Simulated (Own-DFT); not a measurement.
Al$_{3}$GaN$_{4}$ (wurtzite random alloy, strained, atoms displaced) (calculated)

All values are calculated (Own-DFT development build). A calculation, not a measurement: plane-wave PBE density functional theory by an unreviewed code, no spin, of a simulated periodic cell, stress positive in tension, free energy of the whole cell less one offset for each atom, forces on such cells passed a denser k mesh, this cell's mesh not checked; offsets are fitted by least squares, one for each functional and potential file, so energies compare only between cells with the same atoms and settings and are not formation energies; the far tail of each file's local potential was reset to the Coulomb form; each entry is a single point on an unrelaxed cell, so the pressure reflects the starting lattice, mostly measured values, from which strain is counted, and rises with the displacements; printed positions are rounded, which can move forces by about a meV/angstrom; the program is a retired in-house code; no spin-orbit coupling.

Al$_{3}$GaN$_{4}$ (wurtzite random alloy, strained, atoms displaced)

```xyz
72
Lattice="9.1119 0.0000 0.0000 -4.5560 7.8912 0.0000 0.0000 0.0000 10.0655" Properties=species:S:1:pos:R:3 Al3GaN4
Al    -0.0030     1.8009     0.0423
Al     1.5109     0.8554     2.5229
N     -0.0328     1.7228     1.9013
N      1.5449     0.8871     4.4482
Al     0.0544     1.7738     5.0216
Al     1.5532     0.8837     7.4434
N     -0.0131     1.7684     6.9151
N      1.5529     0.9125     9.4860
Ga    -1.5338     4.4601     9.9785
Al    -0.0151     3.5231     2.5034
N     -1.4706     4.3655     1.8624
N     -0.0097     3.5897     4.4517
Ga    -1.5562     4.4079     5.1089
Al     0.0058     3.4634     7.6305
N     -1.4899     4.3879     6.9127
N      0.1186     3.5465     9.4521
Al    -3.0229     6.9767    10.0225
Al    -1.4533     6.1859     2.4609
N     -3.0609     6.9871     1.8348
N     -1.5260     6.1245     4.5178
Al    -2.9846     7.0710     5.0600
Al    -1.5733     6.1898     7.5508
N     -3.0166     7.0857     6.9416
N     -1.6049     6.1248     9.4871
Al     3.0478     1.7570     0.0077
Al     4.5088     0.9129     2.4794
N      3.0490     1.6705     1.8515
N      4.5271     0.8661     4.3876
Al     2.9937     1.7956     5.1037
Al     4.6327     0.8323     7.5349
N      3.0481     1.6418     6.9490
N      4.5530     0.9568     9.4593
Ga     1.5394     4.4206     0.0029
Ga     2.9981     3.5569     2.6123
N      1.5572     4.4266     1.9084
N      3.0851     3.4407     4.4656
Al     1.5120     4.3627     4.9694
Ga     3.0233     3.5334     7.5410
N      1.5604     4.4139     6.9363
N      3.0634     3.5216     9.5104
Al     0.0617     7.0986     9.9366
Al     1.5479     6.0373     2.5338
N      0.0745     7.0488     1.9347
N      1.5509     6.0650     4.4283
Al    -0.0298     7.0005     5.0696
Ga     1.5306     6.0809     7.5524
N      0.0189     7.0076     6.9908
N      1.5445     6.0872     9.4793
Ga     6.1158     1.7420     9.9644
Al     7.6075     0.8494     2.5453
N      6.0838     1.7335     1.9660
N      7.4720     0.8986     4.2995
Al     6.0685     1.7264     5.0542
Ga     7.5766     0.8653     7.5133
N      6.0608     1.7322     6.9606
N      7.6929     0.8664     9.5091
Al     4.5256     4.4733    10.0017
Al     6.1349     3.5340     2.4702
N      4.5948     4.3891     1.9166
N      5.9968     3.5512     4.4550
Al     4.5591     4.3372     5.1014
Al     6.0869     3.5211     7.4924
N      4.5489     4.3771     7.0592
N      6.0511     3.5191     9.4951
Al     3.0138     7.1030     9.9939
Ga     4.5899     6.1541     2.5472
N      2.9800     6.9937     1.8826
N      4.5325     6.2204     4.5264
Al     3.0743     7.0343     5.0503
Al     4.5083     6.1405     7.5928
N      3.0888     6.9723     6.9662
N      4.6221     6.0916     9.5118
```

* functional: PBE
* potential files: PseudoDojo norm-conserving, scalar-relativistic, standard set with the stringent files for Ga
* wave cutoff: 96 hartree
* occupations: Gaussian
* smearing width: 0.01 eV
* k mesh: 4 x 4 x 3 centred on Gamma
* free energy of cell above offsets: -18.519 eV
* pressure: 21.23 GPa
* stress xx: -26.14 GPa
* stress yy: -27.51 GPa
* stress zz: -10.04 GPa
* stress yz: 0.91 GPa
* stress xz: -0.26 GPa
* stress xy: 0.14 GPa

Force:
| element | x (eV/Å) | y (eV/Å) | z (eV/Å) |
| --- | --- | --- | --- |
| Al | 1.772 | -0.282 | 0.014 |
| Al | 0.275 | -0.074 | -0.679 |
| N | 1.011 | 0.927 | 0.62 |
| N | -0.53 | 0.425 | -0.913 |
| Al | -2.057 | 0.366 | -0.479 |
| Al | -1.618 | 0.578 | 3.121 |
| N | 1.054 | 0.194 | -0.684 |
| N | -0.962 | -0.767 | -1.383 |
| Ga | 0.833 | -3.212 | 1.846 |
| Al | 0.665 | -0.529 | 0.48 |
| N | -0.157 | 1.337 | 0.652 |
| N | 0.405 | -2.362 | -1.544 |
| Ga | -0.195 | -0.935 | -1.536 |
| Al | 0.551 | 1.149 | -1.432 |
| N | -0.096 | 0.169 | 3.409 |
| N | -3.097 | -1.712 | -0.692 |
| Al | -1.146 | 2.686 | 1.286 |
| Al | -0.669 | -0.63 | 0.634 |
| N | 2.12 | 1.097 | 0.68 |
| N | -0.041 | 1.79 | -2.248 |
| Al | -1.042 | -1.127 | 0.114 |
| Al | 0.908 | -0.937 | 0.388 |
| N | -1.258 | -1.936 | -0.234 |
| N | 3.197 | 3.238 | -2.734 |
| Al | -0.484 | 0.761 | 0.227 |
| Al | 2.103 | -0.66 | 1.15 |
| N | -1.695 | 1.441 | 0.587 |
| N | -0.378 | 0.085 | 1.229 |
| Al | 1.804 | -2.117 | -0.569 |
| Al | -1.973 | 0.786 | 0.845 |
| N | 1.501 | 1.714 | -0.616 |
| N | -0.284 | -1.706 | -1.989 |
| Ga | 1.482 | -1.193 | 1.747 |
| Ga | 2.184 | -1.688 | -1.685 |
| N | -2.032 | -2.2 | 0.085 |
| N | -1.112 | 1.688 | 1.03 |
| Al | 0.877 | 0.17 | 1.82 |
| Ga | -0.069 | -2.202 | 1.748 |
| N | -2.232 | -2.504 | -1.869 |
| N | 0.421 | -0.661 | -0.824 |
| Al | -1.208 | -1.429 | 2.38 |
| Al | -0.387 | 3.762 | 0.676 |
| N | -0.485 | -0.795 | -1.468 |
| N | -0.235 | 1.644 | 0.246 |
| Al | 1.318 | 0.326 | -0.724 |
| Ga | 0.058 | 1.224 | 0.642 |
| N | -0.955 | -0.128 | -0.726 |
| N | -0.162 | 3.846 | -1.099 |
| Ga | 0.155 | 0.847 | 3.083 |
| Al | -1.344 | -0.369 | -1.981 |
| N | 0.11 | 0.756 | -0.971 |
| N | 2.744 | -0.45 | 3.645 |
| Al | -1.315 | 0.845 | -1.122 |
| Ga | 1.163 | -0.198 | 1.181 |
| N | -0.106 | 1.229 | -1.144 |
| N | -0.42 | 1.276 | -2.074 |
| Al | 0.521 | -3.561 | 2.626 |
| Al | -1.073 | -0.938 | 0.706 |
| N | -0.201 | -0.562 | -0.814 |
| N | 1.239 | -1.602 | -0.71 |
| Al | -0.754 | 2.182 | 0.245 |
| Al | 0.212 | -0.231 | 1.7 |
| N | 1.449 | 0.931 | -2.276 |
| N | -0.183 | 0.561 | -2.37 |
| Al | 1.106 | -3.282 | 2.573 |
| Ga | -1.368 | -0.325 | 0.43 |
| N | 0.638 | 0.437 | -0.595 |
| N | 1.936 | -1.735 | -0.289 |
| Al | -2.043 | 0.478 | -0.222 |
| Al | 2.436 | -0.12 | 0.511 |
| N | -0.904 | 0.755 | -1.214 |
| N | -1.976 | 3.456 | -2.447 |
